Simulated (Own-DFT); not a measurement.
GaN (wurtzite, strained, atoms displaced) (calculated)

Computed with Own-DFT development build. A calculation, not a measurement: plane-wave PBE density functional theory by an unreviewed code, no spin, of a simulated periodic cell, stress positive in tension, free energy of the whole cell less one offset for each atom, forces on such cells passed a denser k mesh, this cell's mesh not checked; offsets are fitted by least squares, one for each functional and potential file, so energies compare only between cells with the same atoms and settings and are not formation energies; the far tail of each file's local potential was reset to the Coulomb form; each entry is a single point on an unrelaxed cell, so the pressure reflects the starting lattice, mostly measured values (interpolated for alloys), from which strain is counted, and rises with the displacements; printed positions are rounded, which can move forces by about a meV/angstrom; the program, named Own-DFT, is a retired in-house code; no spin-orbit coupling.

Entry: GaN (wurtzite, strained, atoms displaced)

```xyz
96
Lattice="12.7560 0.0000 0.0000 -4.7835 8.2853 0.0000 0.0000 0.0000 10.3182" Properties=species:S:1:pos:R:3 GaN
Ga     0.0446     1.8445     0.0073
Ga     1.6023     0.9412     2.5756
N     -0.0005     1.7666     1.8909
N      1.5713     0.8805     4.5457
Ga    -0.0825     1.8516     5.1565
Ga     1.5674     0.8561     7.8295
N      0.1231     1.8479     7.0971
N      1.6186     0.9239     9.7390
Ga    -1.5923     4.6877     0.0182
Ga     0.0139     3.7586     2.6560
N     -1.5768     4.5658     1.9289
N     -0.0175     3.6555     4.5046
Ga    -1.5808     4.5405     5.1579
Ga    -0.0439     3.6969     7.7385
N     -1.6351     4.6126     7.0486
N      0.0211     3.6968     9.6218
Ga    -3.1472     7.3915    10.2485
Ga    -1.5716     6.3683     2.5996
N     -3.1789     7.4127     1.8788
N     -1.5718     6.4973     4.5029
Ga    -3.2001     7.3234     5.1492
Ga    -1.5925     6.4652     7.7169
N     -3.1114     7.4255     7.1291
N     -1.5929     6.4650     9.6268
Ga     3.1732     1.8403    10.2393
Ga     4.7576     0.9313     2.4290
N      3.2070     1.7641     1.9550
N      4.7619     0.9025     4.5241
Ga     3.1222     1.8891     5.2404
Ga     4.7350     0.9084     7.7796
N      3.2176     1.8790     7.1497
N      4.7784     1.0120     9.6723
Ga     1.5783     4.5609    10.3142
Ga     3.1913     3.6013     2.4963
N      1.4692     4.5915     1.9290
N      3.2240     3.6970     4.5393
Ga     1.6572     4.5872     5.1173
Ga     3.1563     3.7042     7.7747
N      1.6670     4.6368     7.1670
N      3.1463     3.6459     9.8113
Ga    -0.0438     7.4116    10.2662
Ga     1.5966     6.4497     2.6115
N      0.0457     7.3328     1.9906
N      1.6372     6.4186     4.5501
Ga    -0.0271     7.4068     5.1599
Ga     1.5266     6.4857     7.7955
N     -0.0228     7.4745     7.0029
N      1.6040     6.5464     9.7645
Ga     6.3553     1.8431     0.0141
Ga     8.0169     0.8810     2.5682
N      6.3699     1.8171     1.9755
N      7.9479     0.9887     4.5046
Ga     6.4189     1.8241     5.1779
Ga     7.9568     0.9832     7.7164
N      6.3451     1.8445     7.1359
N      7.9454     0.9674     9.6958
Ga     4.7620     4.6038    10.2835
Ga     6.4004     3.7008     2.5635
N      4.8310     4.7029     1.9074
N      6.4529     3.7602     4.4975
Ga     4.7962     4.5760     5.1187
Ga     6.3539     3.7716     7.7555
N      4.7902     4.5681     7.0866
N      6.2421     3.7799     9.6716
Ga     3.2505     7.2737    10.2775
Ga     4.7252     6.4821     2.5250
N      3.2242     7.3988     1.9963
N      4.8723     6.4606     4.5132
Ga     3.2282     7.2883     5.0881
Ga     4.7692     6.5326     7.7760
N      3.2171     7.3481     7.0537
N      4.7893     6.4189     9.6845
Ga     9.5739     1.8051    10.3163
Ga    11.2199     0.9422     2.6003
N      9.5696     1.8592     1.9517
N     11.2645     0.9361     4.6020
Ga     9.5286     1.7064     5.1754
Ga    11.1956     0.8906     7.8114
N      9.6244     1.8218     7.1460
N     11.1853     0.9621     9.6906
Ga     7.9532     4.6440     0.0337
Ga     9.6486     3.6679     2.5524
N      7.9584     4.6298     1.9398
N      9.6052     3.6972     4.4955
Ga     7.9209     4.5980     5.2140
Ga     9.5853     3.6660     7.6653
N      7.9286     4.6156     7.0225
N      9.5751     3.6329     9.7337
Ga     6.4099     7.3120     0.0193
Ga     7.9280     6.4210     2.6829
N      6.4130     7.3726     2.0287
N      8.0419     6.4485     4.5332
Ga     6.4591     7.3117     5.1507
Ga     7.9748     6.4123     7.7697
N      6.5007     7.3696     7.0848
N      7.9035     6.4013     9.7481
```

* functional: PBE
* potential files: PseudoDojo norm-conserving, scalar-relativistic, standard set with the stringent files for Ga
* wave cutoff: 96 hartree
* occupations: Gaussian
* smearing width: 0.01 eV
* k mesh: 3 x 4 x 3 centred on Gamma
* free energy of cell above offsets: -5.216 eV
* pressure: 7.78 GPa
* stress xx: -8.26 GPa
* stress yy: -6.23 GPa
* stress zz: -8.87 GPa
* stress yz: -0.58 GPa
* stress xz: -0.54 GPa
* stress xy: 0.44 GPa

Force:
| element | x (eV/Å) | y (eV/Å) | z (eV/Å) |
| --- | --- | --- | --- |
| Ga | -0.8 | 0.5 | -0.185 |
| Ga | -0.248 | -0.958 | 0.546 |
| N | 0.526 | 1.778 | 0.986 |
| N | -0.085 | 0.944 | -0.158 |
| Ga | 3.156 | 0.303 | 1.072 |
| Ga | 0.857 | 1.728 | -1.176 |
| N | -1.717 | 0.291 | 0.481 |
| N | -0.454 | -0.115 | -0.774 |
| Ga | -0.007 | -1.69 | -0.608 |
| Ga | -0.936 | -1.995 | -1.324 |
| N | 0.357 | 0.579 | -0.058 |
| N | 0.927 | 0.545 | 1.145 |
| Ga | -0.432 | 1.289 | -0.727 |
| Ga | 0.982 | -0.236 | -0.823 |
| N | 0.755 | 0.322 | 0.894 |
| N | -0.756 | 0.068 | 1.106 |
| Ga | -1.158 | -0.746 | 1.56 |
| Ga | -0.636 | 1.651 | -0.499 |
| N | 0.163 | -1.311 | 0.719 |
| N | -0.229 | -1.488 | 0.588 |
| Ga | 1.172 | 1.097 | 0.369 |
| Ga | 0.52 | -0.243 | -0.932 |
| N | -1.283 | -1.641 | -0.199 |
| N | 0.265 | 0.06 | 0.208 |
| Ga | 0.262 | -0.182 | 1.502 |
| Ga | 1.029 | -1.168 | 2.707 |
| N | -0.99 | 1.434 | -1.365 |
| N | 0.225 | 1.368 | -0.513 |
| Ga | 0.755 | -1.284 | -0.95 |
| Ga | 0.75 | 1.183 | -1.13 |
| N | -1.003 | -0.282 | 0.648 |
| N | -0.252 | -1.378 | 0.457 |
| Ga | -0.587 | 1.143 | 0.133 |
| Ga | 0.172 | 1.287 | 0.569 |
| N | 2.577 | 0.481 | 0.05 |
| N | -0.353 | -0.542 | -1.208 |
| Ga | -0.802 | 0.177 | 1.132 |
| Ga | 1.097 | -0.325 | 0.245 |
| N | -1.914 | 0.411 | -0.887 |
| N | 0.389 | 1.098 | -1.401 |
| Ga | 0.746 | 0.1 | 1.472 |
| Ga | 0.32 | -0.171 | -0.345 |
| N | -0.919 | 0.205 | -1.341 |
| N | -0.78 | 0.105 | -0.344 |
| Ga | 0.621 | -0.082 | -1.508 |
| Ga | 0.924 | 0.166 | -0.948 |
| N | 0.219 | -1.824 | 2.543 |
| N | -0.673 | -1.489 | -0.97 |
| Ga | 0.673 | 0.996 | -0.007 |
| Ga | -0.55 | 1.593 | 0.073 |
| N | 0.506 | 0.599 | -0.636 |
| N | 0.507 | -1.906 | -0.091 |
| Ga | -1.849 | 0.595 | -0.174 |
| Ga | -0.03 | -0.817 | 0.37 |
| N | 0.366 | 0.59 | -0.106 |
| N | 0.362 | -1.036 | -0.177 |
| Ga | -1.092 | 0.262 | 1.074 |
| Ga | -0.137 | -0.183 | 0.004 |
| N | -1.032 | -1.672 | 0.288 |
| N | -1.579 | -1.473 | -0.065 |
| Ga | 0.631 | 0.554 | 0.517 |
| Ga | -0.028 | -1.367 | -0.196 |
| N | -0.722 | 1.328 | 0.201 |
| N | 2.838 | -1.719 | -0.017 |
| Ga | -0.853 | 2.352 | 1.049 |
| Ga | 1.944 | -0.264 | 1.194 |
| N | -1.226 | -0.801 | -1.339 |
| N | -0.653 | -0.342 | -0.248 |
| Ga | 0.174 | 1.014 | 0.83 |
| Ga | 0.744 | -1.174 | -1.477 |
| N | -0.696 | 0.819 | 0.611 |
| N | 0.508 | 0.497 | -0.09 |
| Ga | -0.197 | 0.342 | 0.271 |
| Ga | -0.789 | -0.298 | 0.181 |
| N | 0.486 | -0.778 | 0.034 |
| N | -3.154 | -1.657 | -1.453 |
| Ga | 1.434 | 1.728 | -0.067 |
| Ga | 0.696 | 0.5 | -1.324 |
| N | -0.398 | -0.173 | -0.623 |
| N | 0.173 | -1.267 | 0.627 |
| Ga | 0.054 | -1.701 | -0.106 |
| Ga | -1.716 | 0.148 | 0.486 |
| N | 0.775 | -0.39 | 0.446 |
| N | -0.765 | -0.8 | 0.604 |
| Ga | 1.947 | 0.183 | -2.251 |
| Ga | -0.728 | 0.115 | 1.221 |
| N | 0.974 | -0.155 | 2.672 |
| N | -0.194 | 1.459 | -1.026 |
| Ga | -0.736 | 1.437 | 1.072 |
| Ga | 1.284 | 0.325 | -2.031 |
| N | -0.872 | 0.128 | -0.996 |
| N | -0.713 | -0.825 | 0.79 |
| Ga | -0.344 | 0.921 | 0.136 |
| Ga | 0.805 | 0.178 | -0.02 |
| N | -1.457 | 0.048 | 0.618 |
| N | 1.878 | 0.919 | -1.607 |
